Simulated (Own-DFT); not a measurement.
## Calculated data, SiC (2H silicon carbide, atoms displaced), SiC (4H silicon carbide, atoms displaced), SiC (twinned 3C silicon carbide, atoms displaced)

A calculation, not a measurement: plane-wave PBE density functional theory by an unreviewed code, no spin, of a simulated periodic cell, stress positive in tension, free energy of the whole cell less one offset for each atom, forces on such cells passed a denser k mesh, this cell's mesh not checked; offsets are fitted by least squares, one for each functional and potential file, so energies compare only between cells with the same atoms and settings and are not formation energies; the far tail of each file's local potential was reset to the Coulomb form; each entry is a single point on an unrelaxed cell, so the pressure reflects the starting lattice, mostly measured values (interpolated for alloys), from which strain is counted, and rises with the displacements; printed positions are rounded, which can move forces by about a meV/angstrom; the program, named Own-DFT, is a retired in-house code; no spin-orbit coupling. Program: Own-DFT development build.

Settings shared by all entries: functional PBE; potential files PseudoDojo norm-conserving, scalar-relativistic, standard set; wave cutoff 42 hartree; occupations Fermi-Dirac; smearing width 0.1 eV.

(1) SiC (2H silicon carbide, atoms displaced)

```
cell vectors (Å)
   6.1654     0.0000     0.0000
  -3.0827     5.3394     0.0000
   0.0000     0.0000    10.0681
atoms (fractions of the cell vectors)
Si  0.00512  0.99416  0.99534
Si  0.15850  0.33251  0.25246
C   0.00234  0.99489  0.18788
C   0.16755  0.33921  0.43284
Si  0.00261  0.99624  0.50475
Si  0.16417  0.31998  0.75048
C   0.99999  0.00972  0.68330
C   0.16634  0.33320  0.93039
Si  0.00175  0.50167  0.99550
Si  0.15409  0.82225  0.25080
C   0.00993  0.51077  0.18952
C   0.15972  0.82607  0.44023
Si  0.99993  0.50393  0.49806
Si  0.17454  0.83858  0.74855
C   0.99236  0.50052  0.68815
C   0.15370  0.82682  0.93974
Si  0.49861  0.99676  0.00199
Si  0.65827  0.33517  0.25174
C   0.49620  0.00298  0.19055
C   0.66695  0.34103  0.43522
Si  0.49295  0.99346  0.49841
Si  0.65982  0.33187  0.75494
C   0.50995  0.01313  0.68384
C   0.66511  0.33719  0.93826
Si  0.49870  0.51238  0.00540
Si  0.66405  0.84206  0.24727
C   0.50040  0.50637  0.18895
C   0.66217  0.83275  0.43750
Si  0.50465  0.50474  0.50072
Si  0.67844  0.83554  0.75175
C   0.50193  0.49732  0.68531
C   0.66243  0.83678  0.94219
```

It was run with hardware one NVIDIA H100 and k mesh 5 x 5 x 3 centred on Gamma.

The calculation gives: free energy of cell above offsets -4.182 eV; pressure 4.23 GPa; stress xx -1.62 GPa; stress yy -4.03 GPa; stress zz -7.04 GPa; stress yz -0.88 GPa; stress xz 0.41 GPa; stress xy 1.53 GPa; wall time 124.7 s.

Force:
```
element  x (eV/Å)  y (eV/Å)  z (eV/Å)
     Si    -1.817     1.373     1.599
     Si     1.076    -0.063    -1.071
      C    -1.073     0.805    -0.437
      C     0.317    -0.791     1.966
     Si    -1.229     0.898    -2.411
     Si    -0.822     3.033    -1.229
      C     1.211    -1.693     1.551
      C     0.287    -0.215     2.001
     Si    -0.322    -1.069     0.864
     Si     0.731     1.947     0.566
      C    -1.022    -2.395    -1.252
      C     0.091     1.045    -0.481
     Si    -0.048    -1.397      0.83
     Si    -0.218    -0.676    -0.276
      C     1.036     0.066     0.154
      C     2.173     0.613    -1.346
     Si    -1.132     1.178     0.114
     Si     0.813     0.483    -0.639
      C    -0.331    -0.015    -0.385
      C      0.15     -1.04     0.544
     Si     0.409     1.286    -0.232
     Si     0.843     0.744    -1.139
      C    -0.015    -1.595     1.145
      C    -0.375    -0.358     0.936
     Si     0.599    -1.642    -0.956
     Si     0.884    -0.603     0.762
      C     -0.68    -0.225      0.11
      C     0.647     0.534     0.066
     Si    -0.649    -0.422     -0.74
     Si    -1.903    -0.433    -0.493
      C     -0.64     0.494     0.933
      C     1.009     0.131    -1.055
```

(2) SiC (4H silicon carbide, atoms displaced)

```
cell vectors (Å)
  12.3308     0.0000     0.0000
  -6.1654    10.6788     0.0000
   0.0000     0.0000    10.0681
atoms (fractions of the cell vectors)
Si  0.00092  0.99818  0.40635
Si  0.08092  0.16530  0.15848
C   0.00266  0.00256  0.09297
C   0.07924  0.16735  0.34491
Si  0.99997  0.25130  0.40579
Si  0.08240  0.41774  0.15969
C   0.99839  0.24513  0.09639
C   0.08413  0.41992  0.34567
Si  0.00246  0.50335  0.40357
Si  0.08592  0.66728  0.15366
C   0.99814  0.49280  0.09500
C   0.08159  0.66268  0.34346
Si  0.99556  0.74688  0.40912
Si  0.08778  0.91657  0.15626
C   0.99795  0.74740  0.09445
C   0.09067  0.92376  0.34444
Si  0.25477  0.00464  0.40984
Si  0.34124  0.17120  0.15822
C   0.25344  0.00405  0.09547
C   0.32936  0.16389  0.34409
Si  0.24862  0.24807  0.40395
Si  0.32950  0.41237  0.16034
C   0.24972  0.24816  0.08973
C   0.33222  0.41729  0.34344
Si  0.24905  0.50119  0.40893
Si  0.32977  0.66686  0.15982
C   0.24731  0.49914  0.09948
C   0.33020  0.66519  0.34403
Si  0.24982  0.74845  0.40336
Si  0.33151  0.91257  0.15700
C   0.25167  0.74754  0.09517
C   0.33481  0.92158  0.34459
Si  0.50404  0.00543  0.40513
Si  0.58456  0.16999  0.15432
C   0.50266  0.00119  0.09543
C   0.57993  0.16308  0.34254
Si  0.49948  0.24769  0.41022
Si  0.58601  0.41943  0.15120
C   0.50313  0.25229  0.09438
C   0.58472  0.41938  0.34875
Si  0.50244  0.50019  0.41170
Si  0.58647  0.67143  0.15752
C   0.50094  0.49947  0.09447
C   0.57754  0.66208  0.34619
Si  0.50038  0.75075  0.40596
Si  0.58520  0.91715  0.15502
C   0.49586  0.75074  0.09124
C   0.58709  0.91471  0.34155
Si  0.74421  0.99772  0.40682
Si  0.82718  0.16170  0.15535
C   0.74890  0.00041  0.09177
C   0.83678  0.17046  0.34121
Si  0.75546  0.25449  0.40142
Si  0.82928  0.41743  0.15868
C   0.74700  0.24943  0.09440
C   0.83458  0.41886  0.34253
Si  0.75254  0.50296  0.40274
Si  0.82922  0.66038  0.15687
C   0.74672  0.49678  0.09726
C   0.83344  0.66637  0.34033
Si  0.74605  0.75157  0.40698
Si  0.83454  0.91756  0.15962
C   0.74787  0.75066  0.08944
C   0.83399  0.91793  0.34210
Si  0.00223  0.00260  0.90885
Si  0.91833  0.83819  0.65851
C   0.99641  0.99871  0.59326
C   0.91617  0.82882  0.84526
Si  0.99616  0.74963  0.90188
Si  0.91901  0.58704  0.65888
C   0.00183  0.74704  0.59432
C   0.91937  0.58410  0.83905
Si  0.99760  0.49963  0.90280
Si  0.91879  0.32977  0.65738
C   0.99194  0.49808  0.59382
C   0.91347  0.32713  0.84160
Si  0.00263  0.24950  0.90669
Si  0.91887  0.08474  0.65886
C   0.99609  0.24967  0.59386
C   0.91161  0.08727  0.84339
Si  0.74727  0.99963  0.90570
Si  0.66104  0.83516  0.65056
C   0.75171  0.99921  0.59214
C   0.66557  0.83433  0.84819
Si  0.74963  0.75191  0.90423
Si  0.66752  0.58125  0.65721
C   0.74948  0.74883  0.59466
C   0.66289  0.58198  0.84487
Si  0.75059  0.50160  0.90521
Si  0.66719  0.33613  0.65695
C   0.75233  0.50172  0.59228
C   0.66849  0.33663  0.84520
Si  0.75069  0.24887  0.90349
Si  0.66449  0.07903  0.65414
C   0.75377  0.25186  0.59105
C   0.66326  0.08705  0.84012
Si  0.49555  0.99671  0.90931
Si  0.41573  0.83375  0.65661
C   0.50023  0.00152  0.59568
C   0.41573  0.83333  0.84368
Si  0.49555  0.74937  0.90434
Si  0.41776  0.58500  0.65834
C   0.50005  0.75160  0.59357
C   0.41879  0.58216  0.84184
Si  0.50077  0.49651  0.90495
Si  0.41781  0.33146  0.65800
C   0.49953  0.50387  0.59361
C   0.42220  0.33094  0.83990
Si  0.50333  0.25191  0.90686
Si  0.41430  0.08017  0.65341
C   0.50051  0.25378  0.59446
C   0.41779  0.08123  0.84654
Si  0.24708  0.99965  0.90556
Si  0.16838  0.83410  0.65252
C   0.25177  0.00201  0.59319
C   0.17027  0.83606  0.84578
Si  0.24447  0.74783  0.90375
Si  0.16962  0.58456  0.65434
C   0.25288  0.74960  0.58993
C   0.16946  0.58360  0.84779
Si  0.25043  0.50327  0.90683
Si  0.16642  0.33309  0.65755
C   0.24934  0.49981  0.59290
C   0.16829  0.33405  0.84659
Si  0.25210  0.25103  0.91283
Si  0.16834  0.08381  0.65524
C   0.25036  0.24988  0.59585
C   0.16839  0.08537  0.84321
```

Settings of this run: hardware one NVIDIA H200 and k mesh 3 x 3 x 3 centred on Gamma.

It finds free energy of cell above offsets -19.258 eV; pressure 3.68 GPa; stress xx -3.27 GPa; stress yy -3.05 GPa; stress zz -4.7 GPa; stress yz 0.16 GPa; stress xz -0.05 GPa; stress xy 0.5 GPa; wall time 531 s.

Force:
```
element  x (eV/Å)  y (eV/Å)  z (eV/Å)
     Si    -0.575     0.558    -0.311
     Si     0.511     0.198    -0.308
      C     0.021    -0.931     0.597
      C     1.137    -0.378      0.26
     Si     -0.24     0.314     0.081
     Si     0.511    -1.316    -0.389
      C    -0.687      0.91    -0.413
      C      0.13    -0.579     0.286
     Si     -0.53    -1.186     1.036
     Si    -0.686    -1.077      0.32
      C    -1.411     1.568    -0.836
      C    -0.254     1.748    -0.259
     Si      1.05     0.989    -1.028
     Si    -0.818     0.273     0.062
      C       0.2     0.158    -0.574
      C    -0.508    -1.711      0.44
     Si    -0.418    -1.011    -0.933
     Si     -1.26    -0.863    -0.392
      C     0.299    -0.728    -0.536
      C     0.952     1.402     0.205
     Si     -0.52     0.651     0.611
     Si     0.405     1.048    -0.991
      C     0.174     0.099     2.371
      C     0.391     -0.36     1.073
     Si      0.38    -0.436    -0.729
     Si     1.477    -0.702    -0.527
      C     0.512     0.175    -0.953
      C     0.741     0.622     0.465
     Si    -0.513     0.832     0.166
     Si     0.212     1.417    -0.111
      C    -1.261     0.593    -0.761
      C     0.667    -1.112     0.202
     Si    -0.007     -1.93     0.215
     Si    -0.004    -1.079     0.345
      C    -0.628    -0.307     0.049
      C     0.662     1.912         0
     Si    -0.282     0.903    -0.891
     Si    -1.223    -0.673       1.9
      C    -0.146     0.283    -0.276
      C     0.351     -0.88    -1.035
     Si    -0.935    -0.574    -1.052
     Si    -1.066     -1.18    -0.595
      C    -0.681     0.237    -0.258
      C     0.605     1.228    -0.314
     Si    -0.547    -0.554    -0.131
     Si    -0.501    -0.306    -0.336
      C     0.545    -0.263     0.716
      C    -1.711     0.148     0.295
     Si     1.963     1.426    -0.314
     Si      0.77     1.342    -0.077
      C     0.456    -0.572     0.251
      C    -0.666    -1.156     0.418
     Si    -0.803    -0.734     0.895
     Si     1.566     -0.68    -0.592
      C     0.605     0.349    -0.458
      C    -0.092     0.227     0.105
     Si    -0.243    -0.622     0.932
     Si    -0.127     1.683    -0.589
      C     0.727     0.899    -1.512
      C    -0.794     0.533     0.883
     Si     0.879    -0.517    -0.146
     Si         0    -0.042    -1.457
      C     0.999     0.077      1.03
      C    -0.239    -0.249     0.947
     Si    -0.669    -0.278     -0.72
     Si     0.047    -1.609    -0.474
      C     1.095     0.776     0.231
      C    -1.185     1.753    -0.351
     Si     1.841    -0.209      1.23
     Si     -0.33    -1.332    -1.238
      C    -0.949     1.499     0.077
      C    -0.853     0.084     1.641
     Si     0.991    -1.011     0.689
     Si    -1.924     0.999    -0.376
      C     2.162     0.378    -0.002
      C     0.619     1.378     0.721
     Si    -0.757     0.376     0.697
     Si    -0.837    -0.143    -0.565
      C     1.945    -0.274    -0.351
      C     1.856    -1.159     0.298
     Si     -0.63     0.531    -0.221
     Si     2.123    -0.386     1.647
      C    -0.554     0.211     0.089
      C    -0.355    -0.071    -1.387
     Si    -0.323    -0.583     0.006
     Si     -0.53     0.488    -0.364
      C    -0.278     0.528     0.066
      C     1.239      0.64    -0.111
     Si     0.005     0.009     0.124
     Si     0.989    -0.363    -0.425
      C    -0.161     0.186     0.165
      C     0.391    -0.259    -0.118
     Si    -0.702     0.289      0.46
     Si     0.144     1.715     0.081
      C     -0.78    -0.686     0.114
      C     0.663    -1.468     0.731
     Si     0.778     0.715    -0.373
     Si     0.188     0.227    -0.167
      C     0.061    -0.631    -1.086
      C    -0.636    -0.472    -0.101
     Si     0.968    -0.125     0.403
     Si    -0.226    -0.235    -0.607
      C    -0.836    -0.349    -0.316
      C    -0.669     0.004     0.818
     Si     -0.75     0.231     0.519
     Si    -0.931     0.931    -0.764
      C     0.659    -0.941     0.838
      C    -1.517     0.241     1.386
     Si     0.285    -1.012    -0.232
     Si     0.583     1.397      1.45
      C     0.697    -1.283     0.042
      C    -1.077      0.48    -0.517
     Si     1.121     0.755     0.598
     Si     0.327    -0.252     0.538
      C    -0.298    -0.519     0.205
      C    -1.366    -0.706    -0.882
     Si      1.44     0.579     0.768
     Si    -1.281    -0.568     0.279
      C    -0.666     0.236     0.458
      C    -1.307    -0.063    -1.205
     Si     1.045    -0.862     0.853
     Si    -0.037    -0.107    -0.064
      C     0.391     0.044     0.564
      C     0.129     0.168    -0.197
     Si     0.307     0.117    -2.387
     Si    -0.692      0.12     0.251
      C    -0.052    -0.015    -0.622
      C    -0.458    -0.209     0.118
```

(3) SiC (2H silicon carbide, atoms displaced)

```
cell vectors (Å)
   6.1654     0.0000     0.0000
  -3.0827     5.3394     0.0000
   0.0000     0.0000    10.0681
atoms (fractions of the cell vectors)
Si  0.97509  0.97432  0.99847
Si  0.16979  0.33738  0.23275
C   0.98274  0.00227  0.18080
C   0.13766  0.35365  0.44232
Si  0.99997  0.00324  0.48933
Si  0.17466  0.32283  0.74514
C   0.95997  0.96380  0.66356
C   0.13392  0.30483  0.93139
Si  0.99595  0.51277  0.99780
Si  0.17523  0.83663  0.24509
C   0.98684  0.49219  0.18560
C   0.17052  0.83421  0.45278
Si  0.02462  0.51154  0.49748
Si  0.15850  0.84648  0.76319
C   0.00884  0.52129  0.71031
C   0.17186  0.82972  0.94445
Si  0.51150  0.99886  0.00730
Si  0.67770  0.36066  0.24996
C   0.46404  0.96734  0.18732
C   0.71144  0.37212  0.43279
Si  0.50055  0.99522  0.50148
Si  0.68053  0.32616  0.75009
C   0.48705  0.99691  0.70324
C   0.66318  0.33670  0.93326
Si  0.50833  0.50847  0.99371
Si  0.64342  0.81505  0.24921
C   0.47855  0.50406  0.19164
C   0.67579  0.84730  0.44300
Si  0.50009  0.51908  0.50340
Si  0.66178  0.81333  0.74573
C   0.52785  0.50028  0.69999
C   0.65124  0.83522  0.93815
```

Here we set hardware one NVIDIA H100 and k mesh 5 x 5 x 3 centred on Gamma.

Results for SiC (2H silicon carbide, atoms displaced): free energy of cell above offsets 3.398 eV; pressure 9.76 GPa; stress xx -12.3 GPa; stress yy -9.83 GPa; stress zz -7.14 GPa; stress yz -0.22 GPa; stress xz 3.95 GPa; stress xy -0.58 GPa; wall time 124.9 s.

Force:
```
element  x (eV/Å)  y (eV/Å)  z (eV/Å)
     Si     1.245     2.262    -0.204
     Si    -4.096    -1.997     2.678
      C     0.904    -1.297     1.916
      C     11.35    -5.968    -4.238
     Si     0.492      1.04     0.014
     Si    -1.869     0.253     0.385
      C     2.351     3.217     4.777
      C     1.582     1.452     1.268
     Si     1.018     -3.09     -0.51
     Si     -5.35    -2.358     2.538
      C     0.885     1.619    -1.129
      C     0.237     2.166    -3.786
     Si    -8.078     4.275     5.733
     Si     0.393    -0.597    -2.107
      C     2.336    -2.143    -3.493
      C    -1.209     1.836     0.132
     Si    -3.055     1.465    -0.979
     Si    -0.997    -2.587     0.681
      C     4.946     4.522    -0.653
      C     -4.27    -2.507      0.98
     Si    -0.325     2.849     1.225
     Si    -0.036     0.089     0.423
      C     1.484    -0.485    -2.431
      C     0.347    -0.339     2.325
     Si    -2.319    -2.376     0.148
     Si     0.369     3.393     1.299
      C     4.319    -0.522    -2.281
      C    -1.312    -1.455    -2.247
     Si     1.657    -1.576     0.017
     Si    -2.382     2.868     1.322
      C    -2.944    -2.539    -2.711
      C     2.327    -1.472    -1.094
```

(4) SiC (twinned 3C silicon carbide, atoms displaced)

```
cell vectors (Å)
   4.3596    -4.3596     0.0000
   0.0000     4.3596    -4.3596
   8.7192     8.7192     8.7192
atoms (fractions of the cell vectors)
Si  0.99716  0.99989  0.43932
C   0.00422  0.00037  0.06218
Si  0.15427  0.33123  0.10234
C   0.16366  0.33136  0.23116
Si  0.33735  0.16912  0.27019
C   0.32290  0.15662  0.39414
Si  0.99215  0.49941  0.43523
C   0.99261  0.49712  0.05809
Si  0.15899  0.82904  0.10059
C   0.16937  0.83671  0.22918
Si  0.33294  0.66353  0.26993
C   0.33642  0.66089  0.39550
Si  0.49752  0.99758  0.43653
C   0.49442  0.99684  0.06312
Si  0.66823  0.33071  0.10168
C   0.66741  0.33356  0.22803
Si  0.82907  0.16822  0.27252
C   0.82131  0.15115  0.39654
Si  0.49955  0.49428  0.43945
C   0.49766  0.50420  0.05925
Si  0.66393  0.82754  0.10532
C   0.66602  0.83504  0.22926
Si  0.82389  0.65604  0.26970
C   0.82838  0.67139  0.39498
Si  0.00240  0.00168  0.93760
C   0.99293  0.00244  0.56071
Si  0.83122  0.66623  0.60345
C   0.83916  0.67511  0.72994
Si  0.66937  0.84107  0.77076
C   0.66951  0.83459  0.89972
Si  0.99667  0.49872  0.93550
C   0.99780  0.49963  0.56060
Si  0.83283  0.17222  0.60292
C   0.82982  0.15951  0.72753
Si  0.66125  0.32573  0.77098
C   0.66794  0.33433  0.89804
Si  0.49854  0.00745  0.93855
C   0.49583  0.98516  0.56027
Si  0.33476  0.66783  0.60239
C   0.33100  0.66492  0.72971
Si  0.16875  0.83776  0.77085
C   0.16778  0.83281  0.89533
Si  0.49017  0.49499  0.93683
C   0.50785  0.49951  0.56337
Si  0.32904  0.16725  0.60644
C   0.32571  0.15828  0.73033
Si  0.16017  0.32490  0.76949
C   0.17242  0.32962  0.89702
```

It was run with k mesh 5 x 5 x 2 centred on Gamma.

The calculation gives: free energy of cell above offsets -7.456 eV; pressure 3.51 GPa; stress xx -3.81 GPa; stress yy -2.56 GPa; stress zz -4.17 GPa; stress yz -0.29 GPa; stress xz 0.11 GPa; stress xy -0.43 GPa.

Force:
```
element  x (eV/Å)  y (eV/Å)  z (eV/Å)
     Si    -0.736    -0.682    -0.418
      C    -0.803     0.781     0.095
     Si     1.474    -0.511     0.168
      C    -0.645    -0.392    -0.577
     Si    -0.962     0.126     0.386
      C     1.246     0.232    -0.356
     Si     0.406    -0.733     0.116
      C     0.752     0.345     0.383
     Si     1.452     0.395     0.528
      C    -0.901     -0.35     0.493
     Si     0.038     0.501    -0.186
      C    -0.649     0.747     0.135
     Si    -0.805    -0.046     0.738
      C     0.307    -0.249    -0.061
     Si    -0.894     1.075     0.119
      C    -0.281    -0.183     0.126
     Si     0.092    -0.982     0.302
      C     0.654     0.541    -1.688
     Si    -0.795    -0.268     -0.38
      C     0.398     0.332     1.631
     Si    -0.225     0.046    -0.912
      C    -0.105    -0.337     0.259
     Si     1.268     0.534    -1.529
      C     0.073    -0.715     0.847
     Si    -0.243    -0.102      0.67
      C     1.324      0.05     0.661
     Si     1.047      0.09    -0.191
      C    -0.909     -0.33     0.826
     Si    -0.204    -0.248     1.837
      C    -1.185    -0.179    -0.929
     Si     0.486    -0.592    -0.274
      C      0.37     0.303    -0.045
     Si    -0.751    -0.349     0.492
      C      0.21     0.861    -0.954
     Si     0.631     0.447    -0.929
      C     -1.13    -0.334    -0.668
     Si     0.207    -1.083     1.037
      C     0.761     1.901    -1.323
     Si    -0.067    -0.056     1.182
      C    -0.086    -0.336    -0.097
     Si    -0.326    -0.541     1.319
      C    -0.016      0.17     -0.12
     Si     1.621     -0.35    -1.029
      C    -0.926     0.712     0.662
     Si    -0.558    -1.412    -0.027
      C     0.522    -0.054    -1.183
     Si     0.853     0.687    -0.485
      C    -1.988      0.54    -0.651
```
